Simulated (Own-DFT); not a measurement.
Simulation results for Si3Ge (layered order of Si and Ge on the diamond lattice, atoms displaced)

Computed with Own-DFT development build. A calculation, not a measurement: plane-wave PBE density functional theory by an unreviewed code, no spin, of a simulated periodic cell, stress positive in tension, free energy of the whole cell less one offset for each atom, forces on such cells passed a denser k mesh, this cell's mesh not checked; offsets are fitted by least squares, one for each functional and potential file, so energies compare only between cells with the same atoms and settings and are not formation energies; the far tail of each file's local potential was reset to the Coulomb form; each entry is a single point on an unrelaxed cell, so the pressure reflects the starting lattice, mostly measured values, from which strain is counted, and rises with the displacements; printed positions are rounded, which can move forces by about a meV/angstrom; the program is a retired in-house code; no spin-orbit coupling.

### Si3Ge (layered order of Si and Ge on the diamond lattice, atoms displaced)

```xyz
64
Lattice="10.9755 0.0000 0.0000 0.0000 10.9755 0.0000 0.0000 0.0000 10.9755" Properties=species:S:1:pos:R:3 Si3Ge
Ge    10.9677    10.9603     0.0117
Si     0.0075     2.7035     2.6716
Si     2.7067     0.0493     2.7308
Ge     2.8028     2.7226     0.0211
Ge     1.3908     1.3768     1.3553
Si     1.3906     4.0740     4.1401
Si     4.1189     1.3211     4.1079
Ge     4.1148     4.1101     1.3437
Si     0.0541    10.9126     5.5322
Si     0.0090     2.7419     8.1854
Si     2.7797     0.0020     8.1617
Si     2.7221     2.7830     5.4494
Si     1.3789     1.3488     6.9595
Si     1.3681     4.1606     9.6219
Si     4.0925     1.3860     9.6282
Si     4.0340     4.0893     6.9063
Ge     0.0358     5.4647    10.9397
Si     0.0077     8.2690     2.7521
Si     2.7217     5.4630     2.7769
Ge     2.7227     8.1988    10.9743
Ge     1.4249     6.8438     1.3389
Si     1.3722     9.6287     4.1076
Si     4.0857     6.8993     4.1014
Ge     4.1123     9.6396     1.3824
Si    10.8920     5.4855     5.4786
Si    10.9545     8.2045     8.2540
Si     2.7184     5.4681     8.2592
Si     2.7257     8.2359     5.4451
Si     1.3966     6.8394     6.8451
Si     1.3466     9.6162     9.6291
Si     4.1483     6.9079     9.6243
Si     4.0971     9.6187     6.8732
Ge     5.4686    10.9527    10.9680
Si     5.4742     2.7745     2.7722
Si     8.2328     0.0349     2.6951
Ge     8.1950     2.6946     0.0084
Ge     6.8796     1.2804     1.3789
Si     6.8739     4.1048     4.1100
Si     9.5958     1.3629     4.1185
Ge     9.5685     4.1348     1.3089
Si     5.5019     0.0245     5.4860
Si     5.4486     2.7505     8.2256
Si     8.2326     0.0357     8.2402
Si     8.1993     2.7377     5.5043
Si     6.8212     1.3478     6.9047
Si     6.8271     4.1329     9.5944
Si     9.5984     1.3906     9.5932
Si     9.6414     4.1273     6.8173
Ge     5.5396     5.5185     0.0343
Si     5.5432     8.2498     2.7724
Si     8.2387     5.4012     2.7412
Ge     8.2628     8.2880     0.0155
Ge     6.7729     6.8135     1.3206
Si     6.8505     9.6067     4.1143
Si     9.6173     6.8755     4.1019
Ge     9.5876     9.5342     1.3635
Si     5.5076     5.5257     5.4946
Si     5.5536     8.2572     8.2634
Si     8.2461     5.5101     8.2213
Si     8.2544     8.2177     5.4925
Si     6.8302     6.8749     6.8403
Si     6.8755     9.5838     9.5513
Si     9.5862     6.8913     9.5696
Si     9.6455     9.5863     6.8910
```

| Property | Result |
| --- | --- |
| functional | PBE |
| potential files | PseudoDojo norm-conserving, scalar-relativistic, standard set |
| wave cutoff | 42 hartree |
| occupations | Fermi-Dirac |
| smearing width | 0.1 eV |
| k mesh | 3 x 3 x 3 centred on Gamma |
| stress zz | withheld |

Question: Estimate the stress zz of Si3Ge (layered order of Si and Ge on the diamond lattice, atoms displaced).
Answer: -2.63 GPa

Further results for Si3Ge (layered order of Si and Ge on the diamond lattice, atoms displaced):

| Quantity | Value |
| --- | --- |
| free energy of cell above offsets | -4.546 eV |
| pressure | 2.61 GPa |
| stress xx | -2.61 GPa |
| stress yy | -2.6 GPa |
| stress yz | -0.39 GPa |
| stress xz | -0.22 GPa |
| stress xy | -0.21 GPa |

Force:
| element | x (eV/Å) | y (eV/Å) | z (eV/Å) |
| --- | --- | --- | --- |
| Ge | -0.226 | 0.203 | -0.563 |
| Si | -0.379 | 0.672 | 1.16 |
| Si | 0.42 | -0.592 | 0.67 |
| Ge | -0.993 | 0.436 | -1.01 |
| Ge | -0.26 | -0.071 | 0.215 |
| Si | -1.182 | 0.541 | -0.635 |
| Si | -0.16 | 0.888 | 0.127 |
| Ge | 0.324 | 0.504 | 1.207 |
| Si | -0.498 | 0.834 | -0.091 |
| Si | -0.113 | 0.391 | 0.808 |
| Si | -0.306 | -0.125 | 1.57 |
| Si | 0.359 | -1.251 | 0.849 |
| Si | 0.07 | 0.375 | -1.58 |
| Si | 0.369 | -1.332 | -0.798 |
| Si | 0.486 | -0.503 | -1.12 |
| Si | 0.737 | 0.425 | -0.72 |
| Ge | -0.851 | 0.89 | -0.212 |
| Si | 0.379 | -0.708 | 0.242 |
| Si | 0.326 | 0.052 | 0.222 |
| Ge | 0.61 | 1.003 | -0.679 |
| Ge | -0.912 | -0.251 | 1.394 |
| Si | 0.147 | -0.063 | -0.113 |
| Si | 0.562 | -0.401 | -0.032 |
| Ge | -0.27 | -0.694 | 0.8 |
| Si | 1.372 | 0.217 | -0.318 |
| Si | 0.736 | 0.221 | -0.262 |
| Si | 0.459 | 0.709 | 0.039 |
| Si | 0.09 | 0.136 | 0.514 |
| Si | -0.563 | 0.053 | -0.002 |
| Si | 0.431 | -0.204 | -1.12 |
| Si | -0.03 | -0.588 | -0.784 |
| Si | 0.69 | -0.54 | -0.595 |
| Ge | 0.249 | 0.009 | -1.048 |
| Si | 0.211 | -0.748 | 0.033 |
| Si | 0.574 | -1.119 | 1.462 |
| Ge | -0.122 | 0.387 | -0.905 |
| Ge | -1.011 | 1.223 | 0.38 |
| Si | -0.301 | 0.062 | 0.449 |
| Si | 0.363 | -0.114 | 0.147 |
| Ge | 0.543 | -0.568 | 0.694 |
| Si | -0.27 | -0.545 | 0.148 |
| Si | -0.021 | -0.016 | 0.301 |
| Si | 0.23 | -0.477 | -0.185 |
| Si | 0.205 | -0.174 | 0.074 |
| Si | 0.269 | 0.483 | -0.333 |
| Si | 0.459 | -0.238 | -0.568 |
| Si | 0.225 | 0.021 | -0.405 |
| Si | -0.881 | -0.382 | 0.518 |
| Ge | -1.703 | -1.185 | -2.017 |
| Si | -0.871 | -0.174 | -0.012 |
| Si | -0.213 | 1.263 | 0.302 |
| Ge | -1.181 | -1.391 | -1.213 |
| Ge | 2.274 | 1.454 | 2.166 |
| Si | 0.753 | 0.318 | 0.189 |
| Si | -0.421 | -0.216 | -0.328 |
| Ge | 0.564 | 1.326 | 1.277 |
| Si | -0.83 | -0.554 | -0.112 |
| Si | -0.972 | -0.338 | -0.715 |
| Si | -0.264 | -0.296 | -0.17 |
| Si | -0.158 | 0.348 | 0.014 |
| Si | 0.583 | 0.015 | 0.254 |
| Si | 0.339 | 0.776 | 0.383 |
| Si | 0.103 | -0.449 | 0.188 |
| Si | -0.55 | 0.069 | -0.148 |
